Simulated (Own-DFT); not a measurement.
## Calculated data, GaP (zincblende, strained, atoms displaced), GaP (zincblende, atoms displaced), SiC (4H silicon carbide, strained, atoms displaced)

A calculation, not a measurement: plane-wave PBE density functional theory by an unreviewed code, no spin, of a simulated periodic cell, stress positive in tension, free energy of the whole cell less one offset for each atom, forces on such cells passed a denser k mesh, this cell's mesh not checked; offsets are fitted by least squares, one for each functional and potential file, so energies compare only between cells with the same atoms and settings and are not formation energies; the far tail of each file's local potential was reset to the Coulomb form; each entry is a single point on an unrelaxed cell, so the pressure reflects the starting lattice, mostly measured values (interpolated for alloys), from which strain is counted, and rises with the displacements; printed positions are rounded, which can move forces by about a meV/angstrom; the program, named Own-DFT, is a retired in-house code; no spin-orbit coupling. Program: Own-DFT development build.

Settings shared by all entries: functional PBE; potential files PseudoDojo norm-conserving, scalar-relativistic, standard set; wave cutoff 42 hartree; occupations Fermi-Dirac; smearing width 0.1 eV.

(1) 
```xyz
64
Lattice="10.8620 0.0000 0.0000 0.0000 10.8620 0.0000 0.0000 0.0000 10.9439" Properties=species:S:1:pos:R:3:force_x:R:1:force_y:R:1:force_z:R:1 formula=GaP hardware=one_NVIDIA_H100 k_mesh=3_x_3_x_3_centred_on_Gamma free_energy_of_cell_above_offsets=-29.499 pressure=4.33 stress_xx=-4.42 stress_yy=-4.5 stress_zz=-4.06 stress_yz=-0.92 stress_xz=-0.64 stress_xy=-0.3 wall_time=576
Ga     0.0341    10.8518     0.0791     -1.051      -1.21     -1.143
Ga     0.0478     2.8072     2.7709     -1.823     -1.091      -1.17
Ga     2.6716     0.0400     2.9409      0.075     -0.053     -1.773
Ga     2.5692     2.7109     0.0682      0.094      -0.87     -0.685
P      1.1914     1.3038     1.4170      1.684      0.852      0.757
P      1.2729     4.1052     3.9868      1.799      1.206      2.044
P      4.0379     1.4264     4.0904      0.948     -0.206      1.079
P      4.0058     3.9943     1.3297      0.161      1.368      0.302
Ga     0.0263    10.8261     5.5220      0.033       0.81     -0.449
Ga    10.8374     2.7144     8.2202      0.155     -1.345     -0.071
Ga     2.7291    10.8129     8.2765      0.161      0.647     -1.121
Ga     2.7534     2.7333     5.5124     -1.431     -0.355      -1.65
P      1.3894     1.4052     6.7653     -0.144     -0.902      1.411
P      1.2532     4.0698     9.5432      0.957      0.185     -0.012
P      4.0973     1.3258     9.5465     -0.527      0.311      1.014
P      3.9394     4.0799     6.7582      1.794      0.941      1.124
Ga    10.7324     5.4667    10.7074      1.399     -1.508      3.115
Ga    10.7330     8.1972     2.7010        0.5      -0.03      0.115
Ga     2.8754     5.4920     2.8958     -1.894     -1.013     -1.852
Ga     2.6644     7.9234     0.0036     -1.627      2.538      2.223
P      1.2117     6.7635     1.4030      0.739     -0.759       0.09
P      1.3339     9.5218     4.1243     -0.072     -1.269      0.465
P      4.0436     6.7272     4.2753      1.386      1.441     -0.485
P      4.0373     9.5769     1.3754     -1.183      -1.46      0.835
Ga    10.8321     5.4973     5.5034      0.309     -0.732     -0.639
Ga     0.0583     8.1261     8.1820     -0.461      0.649      0.343
Ga     2.6629     5.4483     8.1292      0.515     -0.343      1.475
Ga     2.8020     8.1717     5.5857     -0.938      0.158     -0.898
P      1.4009     6.7735     6.8418     -0.775      0.633     -0.428
P      1.4493     9.4693     9.5919     -0.973     -0.228       0.44
P      4.0250     6.9110     9.6931      0.736     -1.173     -3.656
P      4.1713     9.4628     6.8401     -1.022      2.137     -0.888
Ga     5.3883    10.6410    10.9022      0.476       2.03      0.281
Ga     5.3687     2.7825     2.7586      0.511     -1.035     -0.863
Ga     8.0684    10.8303     2.7544      0.718      0.607      0.235
Ga     8.1750     2.8945    10.9161     -1.442     -2.177      0.204
P      6.7433     1.2925     1.4079     -0.298      0.764     -0.891
P      6.8239     4.0599     4.0015     -0.789      0.976       0.46
P      9.5991     1.3786     4.1179     -1.166     -0.096     -0.007
P      9.3398     4.1020     1.3862      3.177     -0.357     -0.788
Ga     5.6292     0.0784     5.5106      -1.69     -1.488     -1.589
Ga     5.3048     2.7734     8.2033       0.89     -0.296     -0.337
Ga     8.3044     0.1318     8.2010     -1.658     -1.161     -1.016
Ga     8.0410     2.8419     5.4508      0.921     -1.498     -0.659
P      6.8373     1.3707     6.7516      0.441      1.459      2.007
P      6.8388     4.1076     9.5257     -1.941     -0.015      0.375
P      9.4247     1.3261     9.6409      1.705      1.287      0.752
P      9.5840     3.9119     6.7358     -0.296      1.477      0.508
Ga     5.2319     5.5545    10.9082      1.607     -1.865      0.688
Ga     5.4386     8.1357     2.7108     -0.503     -0.099          0
Ga     8.2369     5.3925     2.7071     -1.853      1.213      0.421
Ga     8.1206     8.1120    10.9238     -1.394      0.533     -0.427
P      6.7565     6.7285     1.3019     -0.014      0.127      0.682
P      6.8165     9.4114     4.0963      0.066      0.035      0.714
P      9.4261     6.7708     4.1069      2.023     -0.999     -1.248
P      9.3492     9.4621     1.3186      0.884      0.825      0.373
Ga     5.4908     5.4165     5.4997      0.529     -0.229      0.257
Ga     5.3647     8.2158     8.1276      1.605     -1.511      1.339
Ga     8.2751     5.2317     8.2240      0.407      1.365     -0.531
Ga     8.2743     7.9755     5.4224       -2.2      2.094      1.687
P      6.8913     6.7411     6.9287     -0.359     -0.188     -0.138
P      6.7390     9.5954     9.4376      1.268     -1.015      0.064
P      9.5284     6.8540     9.6847     -1.279      0.802      -3.07
P      9.4993     9.5313     6.7893      0.131     -0.894      0.606
```

Units: free_energy_of_cell_above_offsets in eV; pressure, stress_xx, stress_yy, stress_zz, stress_yz, stress_xz, stress_xy in GPa; wall_time in s; force_x, force_y, force_z in eV/Å.

(2) 
```xyz
64
Lattice="10.9010 0.0000 0.0000 0.0000 10.9010 0.0000 0.0000 0.0000 10.9010" Properties=species:S:1:pos:R:3:force_x:R:1:force_y:R:1:force_z:R:1 formula=GaP k_mesh=3_x_3_x_3_centred_on_Gamma free_energy_of_cell_above_offsets=-25.871 pressure=4.99 stress_xx=-4.95 stress_yy=-4.98 stress_zz=-5.04 stress_yz=0.37 stress_xz=1.1 stress_xy=-0.04
Ga    10.8404     0.0695    10.7991      1.237     -2.048      1.535
Ga    10.8096     2.6917     2.8492      4.575       4.89     -4.996
Ga     2.6271     0.1980     2.7587      0.853     -1.275     -0.009
Ga     2.7571     2.6125     0.1321     -0.355      1.682     -0.661
P      1.2940     1.3745     1.3100     -0.703      0.279      0.955
P      1.4296     4.0366     4.0972     -1.266      1.234     -0.747
P      4.2938     1.2022     4.1458     -2.532      2.646     -1.814
P      4.1395     4.2213     1.2908     -3.246     -3.614       4.21
Ga    10.8248    10.7544     5.4200      0.638       2.69      0.444
Ga     0.0354     2.8412     8.1278      1.418     -1.839      0.614
Ga     2.8841     0.0943     8.2238     -2.014      -1.18     -1.007
Ga     2.6981     2.7111     5.3446       2.01     -0.198      0.521
P      1.4961     1.4575     6.7131     -1.488     -1.485      1.283
P      1.2577     4.1877     9.5582      2.876     -2.391     -1.349
P      3.9856     1.3281     9.6475      2.787      0.796      0.253
P      4.1071     4.0981     6.8677      0.014      -1.14     -1.118
Ga    10.8942     5.3523    10.7519     -1.391      2.665      2.073
Ga     0.0876     8.2135     2.9406     -0.535     -0.725     -1.968
Ga     2.7314     5.5390     2.7410     -0.286     -0.099     -0.074
Ga     2.7614     8.0552     0.0273     -0.704      1.228     -0.264
P      1.3601     6.8240     1.3446     -0.977     -0.396      0.599
P      1.3183     9.6038     4.1636      1.873      0.057     -0.422
P      3.9284     6.9557     4.1915       2.13     -0.967     -1.887
P      4.0740     9.5125     1.3519      -0.77      0.495      0.705
Ga    10.7309     5.3520     5.6340      1.564      0.783     -0.912
Ga    10.8096     8.1964     8.0192      1.872      -1.31      1.181
Ga     2.7436     5.3448     8.1122     -0.995      1.149      0.545
Ga     2.7487     8.2476     5.5218     -1.226      0.582     -0.528
P      1.4837     6.8264     6.6874     -1.911     -0.976      1.323
P      1.2966     9.4947     9.5336      0.652      0.172     -0.362
P      3.9688     6.7735     9.5177      0.996     -0.805     -0.017
P      4.0641     9.4936     6.7861      0.787      1.702      0.402
Ga     5.5279     0.0055     0.2591     -0.677      0.275     -1.417
Ga     5.4915     2.8661     2.8946     -0.901     -2.017     -2.446
Ga     8.2045    10.7977     2.7342      0.152      0.833     -0.089
Ga     8.2198     2.8180    10.7958     -0.233     -0.955     -0.034
P      6.9843     1.3568     1.3095     -0.478      1.065      1.399
P      6.7881     4.0810     4.0807      1.935      1.889      0.817
P      9.7577     1.4920     3.9300     -5.644     -5.891      5.152
P      9.5200     4.1191     1.2926      1.121     -0.746      0.143
Ga     5.5087    10.7828     5.2986      0.504      -0.44      3.023
Ga     5.5798     2.7929     8.1402      -1.99     -0.265      0.833
Ga     8.3404    10.7139     8.2786     -1.272      1.752      0.088
Ga     8.1362     2.5868     5.3769      0.267      0.395      0.136
P      6.7238     1.4231     6.8503      1.628     -2.425     -0.948
P      6.6854     4.1212     9.5830      1.717     -0.168     -0.429
P      9.6721     1.3424     9.5278     -1.638      1.788     -1.469
P      9.4940     3.9444     6.9172     -1.364      0.183     -1.424
Ga     5.3196     5.2580     0.0458      2.564      4.367      -2.79
Ga     5.5426     8.2890     2.6566      -1.84     -1.651     -0.486
Ga     8.3134     5.4990     2.5607      -1.61      1.139      1.008
Ga     8.1499     8.2870    10.8600      0.467     -0.987     -0.113
P      6.7474     6.9151     1.2227      0.358     -1.366      0.548
P      6.7585     9.4115     4.0770      1.604      1.426     -0.137
P      9.5501     6.8779     4.1998      0.832     -1.921     -1.348
P      9.5345     9.4884     1.3832      1.016      0.054      0.149
Ga     5.2945     5.4068     5.3622      0.811       0.92      0.739
Ga     5.2785     8.1716     8.1738      1.697     -0.502       0.49
Ga     8.2337     5.3461     8.2055     -0.998      0.709      0.249
Ga     8.0955     8.0886     5.2778     -0.395       0.21        2.7
P      6.8538     6.7451     6.8749      -0.81      0.302     -0.747
P      6.8038     9.6270     9.6256     -0.951     -0.376     -1.046
P      9.5171     6.8027     9.4665      0.029      0.465      0.407
P      9.5774     9.5631     6.8137     -1.786     -0.662     -1.466
```

Units: free_energy_of_cell_above_offsets in eV; pressure, stress_xx, stress_yy, stress_zz, stress_yz, stress_xz, stress_xy in GPa; force_x, force_y, force_z in eV/Å.

(3) 
```xyz
72
Lattice="9.2663 -0.1421 0.1391 -4.7562 8.1156 -0.1366 0.1514 -0.0843 10.0019" Properties=species:S:1:pos:R:3:force_x:R:1:force_y:R:1:force_z:R:1 formula=SiC hardware=one_NVIDIA_H100 k_mesh=4_x_4_x_3_centred_on_Gamma free_energy_of_cell_above_offsets=-4.604 pressure=5.69 stress_xx=-4.4 stress_yy=-2.72 stress_zz=-9.93 stress_yz=-3.3 stress_xz=5.43 stress_xy=-6.26 wall_time=359.4
Si     0.0495    -0.0146     3.9964      0.137     -0.748      1.315
Si     0.0314     1.8417     1.6049     -1.147     -2.081     -2.758
C      4.5122     7.9123     0.9430      0.741      1.351      0.399
C      0.0936     1.6893     3.3495     -1.788      1.947       2.81
Si     7.6684     2.6400     4.1119      1.317     -0.672      0.361
Si    -1.5859     4.4824     1.3495     -0.678      1.905      1.908
C     -1.5346     2.7203     0.9752     -0.631     -0.973     -1.193
C     -1.5718     4.5677     3.2381      1.375     -1.186      1.608
Si    -3.0483     5.3502     3.9165     -1.641      1.094      0.977
Si    -3.1890     7.2261     1.4815     -0.169     -0.981     -0.398
C      6.0050     5.2379     1.0035      2.629      1.274     -0.929
C     -3.1326     7.2200     3.3614     -1.745     -2.067     -0.815
Si    -1.6573     7.9875     3.9149      1.927       2.41      1.288
Si     3.1516     1.7572     1.5667     -1.808     -0.452      0.155
C     -1.6240     8.0187     0.8418       0.59      1.023      1.182
C      3.1432     1.6999     3.4271     -0.932      0.577      1.524
Si     1.4568     2.6656     4.1095      2.342     -0.614     -1.591
Si     1.4169     4.4117     1.5773      1.301       0.68     -1.856
C      1.4607     2.6716     0.9138      1.882      0.108      0.272
C      1.5510     4.4136     3.3748     -0.946      0.356      2.351
Si    -0.0245     5.3932     4.0117      0.355     -0.919     -0.903
Si     0.0541     7.1458     1.6010     -3.371     -0.263      -2.53
C     -0.0150     5.4516     0.9042     -0.867     -2.036     -0.863
C     -0.0452     7.1409     3.3531     -0.179      0.092      2.328
Si     6.1969    -0.0948     4.2167      0.291      0.706      -1.36
Si     6.1152     1.6530     1.6512      0.815      1.449      0.725
C      1.4289     7.9897     0.8870      1.291      1.266      0.925
C      6.1578     1.7283     3.6357     -0.205     -1.098     -2.285
Si     4.6090     2.6611     4.1650      0.219     -2.017      0.136
Si     4.5595     4.3512     1.5609     -1.076      3.216       1.96
C      4.5973     2.7534     0.9756      0.487     -5.139     -0.618
C      4.6851     4.3171     3.4855      -1.59       2.26     -0.945
Si     3.0854     5.3206     4.0338      0.321     -0.863      0.309
Si     2.9719     7.1033     1.5961      0.554     -0.834     -1.287
C      2.9933     5.2773     0.9087     -0.302       0.56      0.953
C      2.9842     7.1026     3.4579      0.153      0.006     -0.287
Si    -4.4503     7.9913     8.9149      -4.14      0.512      0.331
Si     4.6016     6.0286     6.5466      0.805      2.698      0.617
C      4.5483     7.8908     5.9287      1.825     -0.519     -1.389
C      4.7073     6.1135     8.3968      0.166     -0.667      0.882
Si    -3.0146     5.3272     8.9714      -1.08     -0.201     -0.242
Si     6.2432     3.4544     6.6667      0.189     -0.545      0.041
C      6.0812     5.1600     5.9931      3.271      0.683     -1.193
C      6.2524     3.3561     8.5256      0.859      1.529      0.524
Si    -1.4249     2.7261     9.0617      -1.48     -3.953     -0.291
Si     7.8676     0.6674     6.5553     -2.497      1.804      3.041
C      7.7064     2.5242     6.0195      2.661      0.225     -0.233
C      7.8363     0.6476     8.5860      1.301      0.981     -0.589
Si     1.5675     7.8807     9.0685     -0.161      1.844     -1.947
Si     1.4763     6.2401     6.5117       2.21      0.821      0.536
C      6.2366    -0.0676     5.9989       0.13     -1.573      1.278
C      1.5888     6.1673     8.3958     -1.025     -0.801     -0.192
Si     3.1096     5.2837     9.0357      1.014     -0.056      0.257
Si     3.1644     3.5017     6.6488      0.374      0.005     -2.272
C      3.0713     5.3526     5.9352     -1.562     -1.997      -0.57
C      3.2096     3.4888     8.4344     -0.753      0.044      1.752
Si     4.7109     2.5410     9.1546      0.288      0.101     -1.476
Si     4.7095     0.7649     6.6267     -0.435      1.247     -0.045
C      4.7793     2.5937     6.0310     -2.933     -0.494     -0.238
C      4.7531     0.8171     8.4797      -0.22     -1.886      1.599
Si    -1.5520     7.9448     9.0240      1.081       1.96     -1.517
Si    -1.4246     6.2091     6.4027     -5.098      1.818      2.392
C      3.1177    -0.0684     5.9815      0.683     -0.343     -0.605
C     -1.4654     6.2229     8.4212     -0.467     -1.065     -1.669
Si    -0.0008     5.2434     8.9938       1.87      1.559      0.724
Si     0.1557     3.4402     6.5904     -4.849      2.477     -0.417
C      0.0093     5.4099     5.8962       1.47       -3.3     -1.276
C      0.0833     3.4640     8.4321      0.934      1.269     -0.142
Si     1.6502     2.6479     9.0783      0.177     -1.121     -0.175
Si     1.5386     0.8763     6.5358      1.123     -1.989      0.935
C      1.5359     2.6355     5.9720      3.001      -0.68     -1.059
C      1.6603     0.8503     8.4493      1.618      0.278      -0.24
```

Units: free_energy_of_cell_above_offsets in eV; pressure, stress_xx, stress_yy, stress_zz, stress_yz, stress_xz, stress_xy in GPa; wall_time in s; force_x, force_y, force_z in eV/Å.
